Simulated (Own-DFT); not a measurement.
HfO$_{2}$ (monoclinic hafnia, atoms displaced) (calculated)

All values are calculated (Own-DFT development build). A calculation, not a measurement: plane-wave PBE density functional theory by an unreviewed code, no spin, of a simulated periodic cell, stress positive in tension, free energy of the whole cell less one offset for each atom, hafnium file: forces about 75 meV/angstrom off all-electron values; oxygen file: force components 24 meV/angstrom off all-electron in one glass; forces on such cells passed a denser k mesh, this cell's mesh not checked; offsets are fitted by least squares, one for each functional and potential file, so energies compare only between cells with the same atoms and settings and are not formation energies; the far tail of each file's local potential was reset to the Coulomb form; each entry is a single point on an unrelaxed cell, so the pressure reflects the starting lattice, mostly measured values, from which strain is counted, and rises with the displacements; printed positions are rounded, which can move forces by about a meV/angstrom; the program is a retired in-house code; no spin-orbit coupling; before rounding, a Quantum ESPRESSO 7.3.1 run of the same cell and cutoff gave forces within 1 meV/angstrom rms on each cell, which checks the program and not the settings.

Common to all runs: functional PBE; potential files PseudoDojo norm-conserving, scalar-relativistic, standard set; wave cutoff 72 hartree; occupations Fermi-Dirac; smearing width 0.1 eV; k mesh 2 x 2 x 2 centred on Gamma.

```json
{"entry": 1, "formula": "HfO2", "kind": "monoclinic hafnia, atoms displaced", "structure": {"cell_angstrom": [[10.234, 0.0, 0.0], [0.0, 10.35, 0.0], [-1.6955, 0.0, 10.4453]], "atoms_fractional": [["Hf", 0.13673, 0.02323, 0.09452], ["Hf", 0.36318, 0.26518, 0.13839], ["Hf", 0.36398, 0.48996, 0.39029], ["Hf", 0.14097, 0.23389, 0.35278], ["O", 0.0279, 0.16489, 0.16756], ["O", 0.45699, 0.41654, 0.07526], ["O", 0.45914, 0.33486, 0.33089], ["O", 0.02995, 0.0877, 0.42465], ["O", 0.23124, 0.37718, 0.23506], ["O", 0.27498, 0.12443, 0.01097], ["O", 0.27319, 0.12789, 0.26752], ["O", 0.2238, 0.371, 0.49276], ["Hf", 0.13964, 0.02231, 0.60577], ["Hf", 0.36327, 0.2634, 0.65272], ["Hf", 0.35865, 0.4738, 0.89358], ["Hf", 0.13569, 0.23539, 0.85368], ["O", 0.0358, 0.16588, 0.66796], ["O", 0.45652, 0.42224, 0.57306], ["O", 0.45487, 0.33024, 0.8254], ["O", 0.03621, 0.08638, 0.91946], ["O", 0.22615, 0.38241, 0.73902], ["O", 0.27057, 0.11959, 0.49682], ["O", 0.2741, 0.11221, 0.76087], ["O", 0.22003, 0.36891, 0.99432], ["Hf", 0.1361, 0.52204, 0.10598], ["Hf", 0.35909, 0.76753, 0.14377], ["Hf", 0.35648, 0.99407, 0.40452], ["Hf", 0.13955, 0.72839, 0.35452], ["O", 0.03764, 0.66373, 0.17666], ["O", 0.46993, 0.91584, 0.08226], ["O", 0.46226, 0.82767, 0.32464], ["O", 0.03848, 0.58457, 0.42146], ["O", 0.22838, 0.87627, 0.23679], ["O", 0.28202, 0.62558, 0.0123], ["O", 0.2766, 0.61369, 0.25395], ["O", 0.2318, 0.87129, 0.49194], ["Hf", 0.13995, 0.51211, 0.59586], ["Hf", 0.3536, 0.7623, 0.6463], ["Hf", 0.36519, 0.98367, 0.89863], ["Hf", 0.13743, 0.72773, 0.85521], ["O", 0.03651, 0.65736, 0.66691], ["O", 0.46628, 0.91854, 0.58408], ["O", 0.44995, 0.83722, 0.83897], ["O", 0.03914, 0.58872, 0.91527], ["O", 0.22568, 0.86999, 0.74375], ["O", 0.28154, 0.62796, 0.51145], ["O", 0.2855, 0.62814, 0.75909], ["O", 0.23304, 0.8712, 0.98861], ["Hf", 0.64276, 0.01593, 0.1109], ["Hf", 0.86826, 0.26882, 0.14582], ["Hf", 0.85539, 0.47129, 0.39584], ["Hf", 0.63773, 0.2282, 0.3488], ["O", 0.53893, 0.16383, 0.17143], ["O", 0.95735, 0.41752, 0.07669], ["O", 0.95996, 0.33554, 0.32402], ["O", 0.52734, 0.08663, 0.42682], ["O", 0.72796, 0.37763, 0.24455], ["O", 0.77946, 0.12058, 0.01406], ["O", 0.77172, 0.11539, 0.26639], ["O", 0.72843, 0.37528, 0.49443], ["Hf", 0.64209, 0.01816, 0.60786], ["Hf", 0.86984, 0.27495, 0.64136], ["Hf", 0.86265, 0.48811, 0.88837], ["Hf", 0.64177, 0.23183, 0.84982], ["O", 0.53389, 0.16427, 0.66942], ["O", 0.96089, 0.41907, 0.5759], ["O", 0.96652, 0.33193, 0.82892], ["O", 0.53807, 0.08095, 0.92172], ["O", 0.72685, 0.3825, 0.74111], ["O", 0.78156, 0.1294, 0.50839], ["O", 0.77729, 0.12915, 0.75932], ["O", 0.72576, 0.37299, 0.99267], ["Hf", 0.64145, 0.51691, 0.11021], ["Hf", 0.86206, 0.77259, 0.15111], ["Hf", 0.86175, 0.98116, 0.39681], ["Hf", 0.63729, 0.73325, 0.33805], ["O", 0.54117, 0.66836, 0.17545], ["O", 0.95967, 0.91783, 0.07439], ["O", 0.96228, 0.82754, 0.32843], ["O", 0.5432, 0.58387, 0.42937], ["O", 0.72253, 0.87247, 0.2432], ["O", 0.78108, 0.62937, 0.00915], ["O", 0.77588, 0.62589, 0.26662], ["O", 0.72571, 0.86483, 0.48632], ["Hf", 0.64064, 0.51844, 0.60157], ["Hf", 0.86053, 0.7749, 0.64383], ["Hf", 0.86461, 0.97875, 0.89895], ["Hf", 0.6281, 0.72741, 0.85302], ["O", 0.53558, 0.6636, 0.6753], ["O", 0.96275, 0.91015, 0.57676], ["O", 0.97224, 0.83853, 0.83356], ["O", 0.52999, 0.58651, 0.91875], ["O", 0.72432, 0.87782, 0.74319], ["O", 0.77099, 0.62681, 0.50758], ["O", 0.7887, 0.62273, 0.7527], ["O", 0.72231, 0.87365, 0.98326]]}, "results": {"free_energy_of_cell_above_offsets [eV]": "-93.274", "pressure [GPa]": 5.46, "stress_xx [GPa]": -5.61, "stress_yy [GPa]": -5.37, "stress_zz [GPa]": -5.39, "stress_yz [GPa]": -0.03, "stress_xz [GPa]": 0.19, "stress_xy [GPa]": 0.81, "force_element": ["Hf", "Hf", "Hf", "Hf", "O", "O", "O", "O", "O", "O", "O", "O", "Hf", "Hf", "Hf", "Hf", "O", "O", "O", "O", "O", "O", "O", "O", "Hf", "Hf", "Hf", "Hf", "O", "O", "O", "O", "O", "O", "O", "O", "Hf", "Hf", "Hf", "Hf", "O", "O", "O", "O", "O", "O", "O", "O", "Hf", "Hf", "Hf", "Hf", "O", "O", "O", "O", "O", "O", "O", "O", "Hf", "Hf", "Hf", "Hf", "O", "O", "O", "O", "O", "O", "O", "O", "Hf", "Hf", "Hf", "Hf", "O", "O", "O", "O", "O", "O", "O", "O", "Hf", "Hf", "Hf", "Hf", "O", "O", "O", "O", "O", "O", "O", "O"], "force_x [eV/angstrom]": [-0.071, -0.292, 1.286, -0.611, 1.545, 1.4, 1.526, 0.602, -1.339, 0.109, 0.106, -0.196, -0.556, 0.694, -0.006, 0.112, 0.253, 0.289, 1.597, 0.115, -0.764, -1.329, -0.126, 0.041, 0.331, 0.869, 2.408, 0.18, -0.603, 0.005, -0.289, -0.386, -1.087, -0.852, -0.425, -1.323, -0.378, 1.603, -0.053, 1.719, -0.148, 0.25, 3.029, -1.257, -1.077, -0.617, -0.958, -1.238, -0.516, -1.42, 0.67, -1.592, -0.54, 1.352, 1.332, 1.815, -1.029, -0.098, 0.412, -0.699, -0.735, -1.731, -0.34, -0.19, -0.078, 1.115, -0.108, 0.641, -0.092, -0.663, -0.045, -0.665, -0.199, 0.503, 0.148, -1.644, -0.68, 0.914, 0.397, -1.227, 0.948, -0.702, 1.174, -0.121, -0.827, -0.028, -1.149, 0.173, 0.037, 1.625, -0.216, 0.04, 0.307, 1.044, -1.115, -0.288], "force_y [eV/angstrom]": [-1.415, 0.877, -1.66, 0.088, -0.547, 0.199, -0.864, 0.189, 0.062, 0.989, -0.235, -1.138, -2.196, 1.515, 2.309, -0.688, 0.504, -1.09, -0.906, 0.118, -0.829, 2.794, 1.5, -0.325, -0.754, 1.533, -4.47, 0.603, 0.504, 0.124, 0.526, -0.793, 0.683, -0.367, 1.231, -0.366, 2.229, 1.957, -0.951, 1.312, 0.839, 0.108, -2.429, -2.053, 1.524, -0.301, -1.966, -0.077, -0.249, 0.404, 3.126, 0.058, 0.711, 0.737, -0.779, 0.783, 0.007, 1.184, 0.306, -1.551, -0.585, -1.198, -0.443, -0.639, 0.6, 0.056, 0.478, 1.152, -0.445, 0.169, -0.672, -0.405, 0.517, -0.81, -0.963, -0.21, -1.404, -0.063, 0.674, -0.238, 1.484, -0.164, -1.709, 1.414, 1.238, -2.225, -0.08, 1.052, 0.489, 1.68, -0.3, -1.224, 0.498, 0.289, -0.118, -0.527], "force_z [eV/angstrom]": [1.693, 1.884, 1.459, -0.092, 0.533, 0.29, -0.789, -0.165, 0.094, 0.09, -1.875, -0.984, -0.234, -1.884, 0.368, -0.013, 0.447, 1.229, 0.327, 0.061, 0.406, 3.289, -0.892, -1.146, -0.472, 0.534, -2.031, 0.22, -0.503, 0.166, 0.298, -0.282, -0.205, -0.362, 0.142, -0.131, 0.794, 0.211, 0.251, -1.382, 0.633, 0.244, -0.971, 1.394, -1.391, -1.06, 0.819, 0.489, -1.887, -0.918, 0.34, 1.554, 0.153, -0.116, 0.351, -0.2, -0.561, 0.012, -0.807, -0.765, -0.896, 0.76, 0.876, 1.111, 0.598, -0.098, -0.271, -0.005, 0.15, 0.223, 0.182, -0.668, -1.445, -1.143, 0.809, 4.806, -2.326, 0.843, 0.166, -1.611, -1.216, 0.25, -1.505, 0.622, 0.074, -0.14, -1.035, -0.156, 0.345, -0.095, -0.777, 1.093, -0.528, 0.318, 0.939, 1.096]}}
{"entry": 2, "formula": "HfO2", "kind": "monoclinic hafnia, atoms displaced", "structure": {"cell_angstrom": [[10.234, 0.0, 0.0], [0.0, 10.35, 0.0], [-1.6955, 0.0, 10.4453]], "atoms_fractional": [["Hf", 0.14581, 0.01943, 0.10923], ["Hf", 0.37121, 0.27549, 0.15909], ["Hf", 0.36538, 0.47399, 0.40189], ["Hf", 0.13662, 0.22782, 0.34875], ["O", 0.03378, 0.15967, 0.16778], ["O", 0.45856, 0.40975, 0.05805], ["O", 0.46917, 0.33091, 0.3233], ["O", 0.03023, 0.08132, 0.42397], ["O", 0.21549, 0.37041, 0.22938], ["O", 0.27281, 0.13368, 0.00326], ["O", 0.27347, 0.1136, 0.26256], ["O", 0.23366, 0.37313, 0.49061], ["Hf", 0.11683, 0.01945, 0.59623], ["Hf", 0.36099, 0.26599, 0.65675], ["Hf", 0.36081, 0.47907, 0.88315], ["Hf", 0.12936, 0.22507, 0.86211], ["O", 0.01702, 0.16408, 0.67314], ["O", 0.45172, 0.42297, 0.58256], ["O", 0.4647, 0.32726, 0.83648], ["O", 0.02866, 0.07588, 0.91974], ["O", 0.22332, 0.3848, 0.74444], ["O", 0.27395, 0.13262, 0.51293], ["O", 0.26797, 0.11909, 0.76389], ["O", 0.22635, 0.36843, 0.9927], ["Hf", 0.13532, 0.51124, 0.10703], ["Hf", 0.34484, 0.76915, 0.14567], ["Hf", 0.36797, 0.97095, 0.40217], ["Hf", 0.13436, 0.73065, 0.36212], ["O", 0.03664, 0.67081, 0.16456], ["O", 0.44828, 0.90293, 0.05608], ["O", 0.45967, 0.84813, 0.32032], ["O", 0.03346, 0.58515, 0.43379], ["O", 0.23456, 0.86151, 0.25983], ["O", 0.28106, 0.63073, 0.00337], ["O", 0.27779, 0.61875, 0.26585], ["O", 0.22297, 0.86752, 0.49049], ["Hf", 0.13293, 0.5235, 0.60193], ["Hf", 0.36843, 0.76929, 0.65092], ["Hf", 0.36943, 0.98667, 0.89592], ["Hf", 0.12834, 0.73597, 0.8527], ["O", 0.03717, 0.66685, 0.67037], ["O", 0.47173, 0.92233, 0.57619], ["O", 0.45672, 0.83718, 0.8137], ["O", 0.0532, 0.59228, 0.94083], ["O", 0.22781, 0.8879, 0.74398], ["O", 0.2676, 0.61889, 0.51762], ["O", 0.2669, 0.62655, 0.75909], ["O", 0.22943, 0.85826, 0.99452], ["Hf", 0.6338, 0.01447, 0.09912], ["Hf", 0.86443, 0.27032, 0.14406], ["Hf", 0.86031, 0.47243, 0.39715], ["Hf", 0.64094, 0.23046, 0.34985], ["O", 0.54275, 0.16503, 0.15877], ["O", 0.95675, 0.41979, 0.06692], ["O", 0.96731, 0.3334, 0.33671], ["O", 0.53529, 0.09338, 0.42356], ["O", 0.7129, 0.39385, 0.24578], ["O", 0.77288, 0.13246, 0.0021], ["O", 0.76337, 0.1234, 0.26895], ["O", 0.72191, 0.36674, 0.48441], ["Hf", 0.63856, 0.02765, 0.61764], ["Hf", 0.86511, 0.26416, 0.64799], ["Hf", 0.86362, 0.48846, 0.89266], ["Hf", 0.63913, 0.24081, 0.85148], ["O", 0.53364, 0.16744, 0.68028], ["O", 0.97542, 0.40809, 0.59021], ["O", 0.96052, 0.32755, 0.82881], ["O", 0.53602, 0.08676, 0.91602], ["O", 0.72177, 0.37155, 0.74603], ["O", 0.76672, 0.12805, 0.50477], ["O", 0.77857, 0.13138, 0.75113], ["O", 0.72858, 0.37366, 0.98431], ["Hf", 0.63345, 0.51497, 0.10405], ["Hf", 0.87665, 0.77197, 0.14963], ["Hf", 0.87134, 0.97596, 0.40027], ["Hf", 0.63707, 0.73221, 0.3628], ["O", 0.53451, 0.66526, 0.18173], ["O", 0.97522, 0.93573, 0.08778], ["O", 0.95227, 0.81947, 0.32638], ["O", 0.53487, 0.59894, 0.42672], ["O", 0.72989, 0.86723, 0.22785], ["O", 0.77922, 0.63474, 0.00296], ["O", 0.77243, 0.61817, 0.25805], ["O", 0.7174, 0.87188, 0.48481], ["Hf", 0.63534, 0.523, 0.60182], ["Hf", 0.87643, 0.77193, 0.65609], ["Hf", 0.84756, 0.98002, 0.88409], ["Hf", 0.62364, 0.73176, 0.85348], ["O", 0.53299, 0.66817, 0.67134], ["O", 0.96622, 0.9099, 0.58929], ["O", 0.97075, 0.8358, 0.82626], ["O", 0.53294, 0.59626, 0.91381], ["O", 0.7172, 0.88586, 0.74372], ["O", 0.7727, 0.61855, 0.51154], ["O", 0.7857, 0.61095, 0.75177], ["O", 0.72196, 0.87362, 0.98705]]}, "results": {"free_energy_of_cell_above_offsets [eV]": "-87.044", "pressure [GPa]": 8.55, "stress_xx [GPa]": -9.91, "stress_yy [GPa]": -7.55, "stress_zz [GPa]": -8.19, "stress_yz [GPa]": 0.31, "stress_xz [GPa]": -1.26, "stress_xy [GPa]": 0.8, "force_element": ["Hf", "Hf", "Hf", "Hf", "O", "O", "O", "O", "O", "O", "O", "O", "Hf", "Hf", "Hf", "Hf", "O", "O", "O", "O", "O", "O", "O", "O", "Hf", "Hf", "Hf", "Hf", "O", "O", "O", "O", "O", "O", "O", "O", "Hf", "Hf", "Hf", "Hf", "O", "O", "O", "O", "O", "O", "O", "O", "Hf", "Hf", "Hf", "Hf", "O", "O", "O", "O", "O", "O", "O", "O", "Hf", "Hf", "Hf", "Hf", "O", "O", "O", "O", "O", "O", "O", "O", "Hf", "Hf", "Hf", "Hf", "O", "O", "O", "O", "O", "O", "O", "O", "Hf", "Hf", "Hf", "Hf", "O", "O", "O", "O", "O", "O", "O", "O"], "force_x [eV/angstrom]": [0.898, -0.544, -0.753, 1.577, -1.043, 1.298, -0.976, 0.33, 0.267, -0.054, 0.141, -1.447, 5.793, -1.414, -2.002, 1.36, 3.48, 2.155, -0.106, 0.346, 0.221, -0.957, -0.449, -0.766, 1.669, 2.828, -0.486, 1.337, 1.344, 3.193, 3.108, -1.192, -2.448, 0.263, -0.713, -0.545, 1.519, -3.108, -2.406, 5.364, -1.302, -0.874, 1.605, -2.893, -0.916, 1.735, 0.863, -2.449, 0.261, -0.525, -0.917, -0.493, -1.61, 0.54, 0.063, -0.919, 1.214, 0.265, 3.096, 0.084, 0.075, -2.456, 0.1, 0.301, -0.298, -1.137, -0.216, 0.327, 0.008, 1.378, -0.69, -0.566, -0.214, -2.664, -4.922, 1.155, -0.38, -2.306, 1.552, -2.151, -1.121, -0.37, 0.885, 1.448, 0.761, -4.012, 1.202, 2.788, 1.148, -0.384, -2.973, -1.505, 1.016, 0.764, -0.988, 0.539], "force_y [eV/angstrom]": [-0.585, -1.437, 1.628, 0.278, 2.006, 0.47, 1.686, 0.402, -0.715, -0.813, 0.281, -1.13, 1.55, -0.175, 1.15, 0.266, -2.591, 0.142, 0.392, 0.243, -0.881, -0.225, 1.615, 0.398, 1.713, -2.355, 2.771, -1.555, -0.816, 1.074, -1.902, -0.133, 2.146, -1.055, -1.074, 0.212, -1.616, 0.616, -0.211, -1.431, 0.981, -1.27, 0.184, -1.057, -0.528, 1.596, 0.065, 2.055, -0.894, -0.25, 2.37, -1.312, 0.965, -0.969, -0.971, -0.393, -2.24, -0.205, -1.362, 0.72, 0.224, 2.871, -0.87, -0.985, 0.179, 0.282, 1.071, -0.802, 1.836, -0.495, -2.176, 0.585, 2.902, -0.036, -0.304, 0.249, -0.609, -2.542, 1.0, -2.375, 2.02, -0.475, 0.013, 0.61, -0.818, -3.144, 1.355, 1.144, -0.564, 1.169, 1.497, -2.687, -0.733, 1.009, 1.521, 0.254], "force_z [eV/angstrom]": [-1.713, -4.439, -0.234, 1.446, 0.942, 2.014, 0.929, -0.92, 2.173, 1.622, -0.101, -1.091, 3.869, -1.143, 1.756, -0.372, 0.024, 0.488, -0.904, -0.087, -0.507, -0.184, -1.06, -0.305, -0.806, -0.278, 0.581, -0.312, 1.481, 2.532, -0.372, -1.764, -1.868, 1.117, 0.264, 0.872, 1.675, -1.876, -1.351, 1.613, 0.46, 0.684, 1.691, -2.488, -0.957, -1.182, -0.192, -0.276, 0.196, -0.699, 0.69, 1.789, 0.663, 2.2, -1.638, 0.12, -0.773, 1.006, -1.653, 1.04, -3.883, -1.461, 0.185, 1.223, -0.537, -1.422, 0.778, 0.356, -1.655, 1.16, 1.805, 1.35, -0.2, -2.991, -1.942, -3.141, -0.934, -0.181, 2.684, 1.108, 0.833, 0.265, 0.536, 1.26, 0.524, -1.441, 2.865, 0.272, 0.129, -2.262, 0.211, 1.113, -0.465, 0.116, -0.023, -0.629]}}
{"entry": 3, "formula": "HfO2", "kind": "monoclinic hafnia, atoms displaced", "structure": {"cell_angstrom": [[10.234, 0.0, 0.0], [0.0, 10.35, 0.0], [-1.6955, 0.0, 10.4453]], "atoms_fractional": [["Hf", 0.13599, 0.01898, 0.09961], ["Hf", 0.34795, 0.26404, 0.15251], ["Hf", 0.3591, 0.4785, 0.39195], ["Hf", 0.13037, 0.23399, 0.35286], ["O", 0.05063, 0.1661, 0.16518], ["O", 0.46949, 0.42538, 0.09344], ["O", 0.46283, 0.34231, 0.31114], ["O", 0.03219, 0.08761, 0.41504], ["O", 0.23016, 0.37977, 0.24535], ["O", 0.27452, 0.12546, 0.01162], ["O", 0.26975, 0.11828, 0.26602], ["O", 0.21843, 0.37292, 0.49338], ["Hf", 0.13414, 0.01846, 0.60836], ["Hf", 0.3643, 0.2742, 0.65667], ["Hf", 0.36027, 0.47814, 0.8879], ["Hf", 0.14213, 0.23164, 0.85906], ["O", 0.03551, 0.16722, 0.67483], ["O", 0.47786, 0.4069, 0.5736], ["O", 0.47052, 0.3339, 0.82067], ["O", 0.031, 0.08035, 0.92581], ["O", 0.21381, 0.37873, 0.74741], ["O", 0.25676, 0.13252, 0.5214], ["O", 0.28407, 0.11981, 0.75412], ["O", 0.22358, 0.36017, 0.99984], ["Hf", 0.13156, 0.52357, 0.0997], ["Hf", 0.34993, 0.77719, 0.14765], ["Hf", 0.35073, 0.97972, 0.38272], ["Hf", 0.14426, 0.72622, 0.36009], ["O", 0.04039, 0.66783, 0.15704], ["O", 0.45669, 0.91303, 0.0736], ["O", 0.46221, 0.83188, 0.33441], ["O", 0.03846, 0.57723, 0.41934], ["O", 0.2151, 0.86721, 0.21974], ["O", 0.28431, 0.61871, 0.99494], ["O", 0.28602, 0.63065, 0.26718], ["O", 0.21042, 0.88223, 0.49957], ["Hf", 0.1484, 0.52783, 0.58687], ["Hf", 0.35211, 0.76421, 0.64736], ["Hf", 0.36978, 0.98958, 0.90223], ["Hf", 0.13412, 0.72532, 0.84173], ["O", 0.01404, 0.6745, 0.65953], ["O", 0.46518, 0.89677, 0.5665], ["O", 0.47264, 0.83624, 0.83174], ["O", 0.04966, 0.59212, 0.93635], ["O", 0.21329, 0.88084, 0.7379], ["O", 0.28128, 0.64107, 0.51803], ["O", 0.27279, 0.61826, 0.75692], ["O", 0.21519, 0.87945, 0.97474], ["Hf", 0.63667, 0.01712, 0.1079], ["Hf", 0.86069, 0.26309, 0.14069], ["Hf", 0.86943, 0.4741, 0.38833], ["Hf", 0.64054, 0.23732, 0.35814], ["O", 0.53042, 0.16973, 0.16961], ["O", 0.96363, 0.41121, 0.07403], ["O", 0.95562, 0.3246, 0.31799], ["O", 0.54528, 0.09301, 0.42917], ["O", 0.73344, 0.37755, 0.24811], ["O", 0.77614, 0.1281, 0.01056], ["O", 0.77474, 0.12502, 0.2422], ["O", 0.7267, 0.37687, 0.49727], ["Hf", 0.65418, 0.01414, 0.61025], ["Hf", 0.85347, 0.2622, 0.64903], ["Hf", 0.86018, 0.47201, 0.89949], ["Hf", 0.63203, 0.22613, 0.85287], ["O", 0.53225, 0.16929, 0.67315], ["O", 0.96472, 0.4175, 0.58219], ["O", 0.96944, 0.34136, 0.83061], ["O", 0.52946, 0.07813, 0.92343], ["O", 0.71871, 0.37635, 0.74091], ["O", 0.75347, 0.1177, 0.51913], ["O", 0.78324, 0.13007, 0.76953], ["O", 0.72208, 0.37087, 0.98511], ["Hf", 0.65246, 0.51979, 0.09635], ["Hf", 0.86741, 0.75339, 0.15457], ["Hf", 0.86393, 0.98922, 0.40074], ["Hf", 0.63599, 0.71443, 0.36154], ["O", 0.5444, 0.66752, 0.17667], ["O", 0.95658, 0.91189, 0.08125], ["O", 0.9581, 0.81928, 0.31599], ["O", 0.54484, 0.58274, 0.41708], ["O", 0.7117, 0.88014, 0.24137], ["O", 0.78061, 0.63703, 0.00878], ["O", 0.76847, 0.61246, 0.25443], ["O", 0.72241, 0.87839, 0.4917], ["Hf", 0.63509, 0.52653, 0.59827], ["Hf", 0.8449, 0.76671, 0.64532], ["Hf", 0.85662, 0.97659, 0.89844], ["Hf", 0.63453, 0.7353, 0.85424], ["O", 0.53306, 0.6655, 0.66421], ["O", 0.95938, 0.90918, 0.59081], ["O", 0.9531, 0.82722, 0.81221], ["O", 0.52388, 0.59164, 0.92962], ["O", 0.71907, 0.87876, 0.73013], ["O", 0.7792, 0.63394, 0.5167], ["O", 0.77713, 0.62481, 0.7551], ["O", 0.72693, 0.87161, 0.98493]]}, "results": {"stress_zz [GPa]": null, "pressure [GPa]": null}}
```

**Q.** HfO$_{2}$ (monoclinic hafnia, atoms displaced) (entry 3): stress zz?
**A.** -8.14 GPa

**Q.** Estimate the pressure of HfO$_{2}$ (monoclinic hafnia, atoms displaced) (entry 3).
**A.** 7.55 GPa

**Q.** Give the table of force values for HfO$_{2}$ (monoclinic hafnia, atoms displaced) (entry 3).
**A.** 
Force:
```tsv
element	x (eV/Å)	y (eV/Å)	z (eV/Å)
Hf	-1.118	-1.761	-1.802
Hf	3.267	1.565	-1.612
Hf	2.326	-1.252	-0.189
Hf	1.163	-0.81	0.973
O	-2.29	2.127	0.748
O	-0.353	-0.97	-1.939
O	0.483	0.085	2.677
O	-1.262	-0.892	0.173
O	-1.812	0.714	0.581
O	0.21	0.089	-0.085
O	0.404	0.338	-0.477
O	1.031	0.992	-0.595
Hf	-0.631	0.299	1.272
Hf	-0.413	-1.73	-2.443
Hf	0.183	0.458	3.678
Hf	-1.191	-1.023	-0.951
O	-1	0.39	0.114
O	-1.906	0.508	-1.055
O	-0.917	1.203	1.455
O	0.234	0.646	-0.469
O	1.357	0.412	-0.653
O	1.69	0.801	-1.89
O	-0.8	0.504	1.739
O	0.182	0.759	-0.579
Hf	2.748	-1.581	-0.292
Hf	4.614	-2.95	-2.709
Hf	3.01	-1.043	4.613
Hf	-1.245	2.187	-1.283
O	-0.068	0.396	2.444
O	0.606	0.441	1.277
O	-1.176	0.62	-1.255
O	1.205	1.03	-1.528
O	-1.592	1.636	3.12
O	-1.015	1.421	2.004
O	-1.143	-1.183	0.388
O	1.04	-2.232	-3.255
Hf	-4.819	-2.326	4.64
Hf	3.089	5.172	1.868
Hf	-3.293	-3.037	-2.194
Hf	-1.173	2.17	0.202
O	4.408	-2.573	0.373
O	-0.6	1.173	0.275
O	-1.465	0.399	-0.794
O	-2.683	-1.274	-2.009
O	1.281	-0.826	0.132
O	-0.26	-1.966	-3.388
O	-0.018	-0.126	-1.267
O	-0.006	-1.393	1.045
Hf	-0.169	-0.365	0.394
Hf	0.019	-0.125	-0.636
Hf	-2.124	-0.161	2.701
Hf	-1.918	-0.397	-1.268
O	0.286	-0.755	0.301
O	0.228	0.548	0.527
O	1.459	0.138	0.997
O	-3.013	-0.857	-1.444
O	-0.425	0.004	-1.54
O	-0.584	-0.213	-0.609
O	-0.099	-0.595	3.057
O	0.414	-1.283	-1.433
Hf	-6.942	-0.931	-0.547
Hf	1.878	2.553	0.344
Hf	0.607	1.639	-2.299
Hf	0.961	-0.216	-0.312
O	0.847	-1.125	0.396
O	0.514	-0.057	-1.315
O	-0.081	-0.688	-0.126
O	3.109	2.129	0.327
O	0.498	0.266	0.292
O	6.413	3.949	-2.195
O	-0.62	-1.161	-0.333
O	0.162	-0.205	0.59
Hf	-4.974	0.212	1.327
Hf	-1.572	3.347	-2.108
Hf	-1.224	-3.036	-0.57
Hf	2.072	5.716	-3.292
O	-0.791	0.279	-0.157
O	0.849	0.646	-0.262
O	1.273	1.213	3.595
O	-4.053	-3.834	1.351
O	1.172	0.291	0.137
O	-0.209	-1.897	-0.969
O	1.869	-0.001	1.298
O	0.209	-0.852	-0.883
Hf	1.468	-1.155	2.055
Hf	1.457	1.127	-0.528
Hf	2.098	-0.991	-0.073
Hf	0.113	-1.195	-0.081
O	-0.79	0.232	0.836
O	0.882	2.796	-2.766
O	0.438	1.065	3.217
O	1.813	0.014	-1.133
O	-0.783	-0.24	3.024
O	-0.566	-1.867	-2.851
O	-1.17	-1.589	1.627
O	-1.279	0.039	0.259
```

Further results for HfO$_{2}$ (monoclinic hafnia, atoms displaced) (entry 3):

- free energy of cell above offsets: -84.015 eV
- stress xx: -6.33 GPa
- stress yy: -8.18 GPa
- stress yz: 0.09 GPa
- stress xz: 0.91 GPa
- stress xy: -0.87 GPa
